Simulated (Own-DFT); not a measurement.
# Slab less bulk: wurtzite AlN, m plane (10-10)

Calculated, not measured: single-point runs of Own-DFT, a retired in-house plane-wave DFT program that no person has reviewed, on unrelaxed cells, without spin or spin-orbit coupling.

Caveats (not all hold for every row): some atoms lie very close together; forces not confirmed at this smearing and k mesh; k mesh not checked against a denser one.

Both sets of runs: PBE; PseudoDojo norm-conserving scalar-relativistic files; cutoff 42 hartree; Gaussian smearing of 0.01 eV. The slab has 128 atoms in 16 layers, two equal faces of 62.02 Å² as cut, 15 Å of vacuum, a dipole correction along the normal and a 6 x 3 x 1 mesh. The bulk cell has 128 atoms, the same measured lattice constants and a 3 x 3 x 3 mesh. All atoms were moved at random; u is the rms move along one axis. Energies are counted from -174.06 eV for each atom.

```
slab run,u (Å),E (eV, cell)
1,0.0192,20.025
2,0.0196,20.095
3,0.0199,20.553
4,0.0207,20.278
5,0.0491,27.819
6,0.0497,28.592
7,0.0503,28.665
8,0.0510,28.856
9,0.0511,29.488
10,0.0515,28.337
11,0.0960,59.973
12,0.0965,61.456
```

```
bulk run,u (Å),E (meV/atom)
1,0.0185,-3.43
2,0.0194,-1.68
3,0.0196,-2.58
4,0.0201,-1.96
5,0.0211,-0.84
6,0.0969,286.84
7,0.0971,267.77
8,0.0976,327.60
9,0.0987,310.25
10,0.1010,347.96
```

Q: what is the energy of the unrelaxed surface?

## Working it out

Take each set to u = 0 with E = a + b u². Rows are weighted down as u grows, with residuals divided by u² + 0.0006 Å². Slab: a = 18.54 ± 0.15 eV. Bulk: a = -15.1 ± 0.9 meV/atom. The excess is 18.54 - 128 x (-0.0151) = 20.48 ± 0.19 eV. Over two faces that is 165 meV/Å², or 2.64 ± 0.02 J/m². Relaxing the faces would lower the energy, and the unlike meshes and the reach from the smallest u down to zero add errors that aren't counted here.
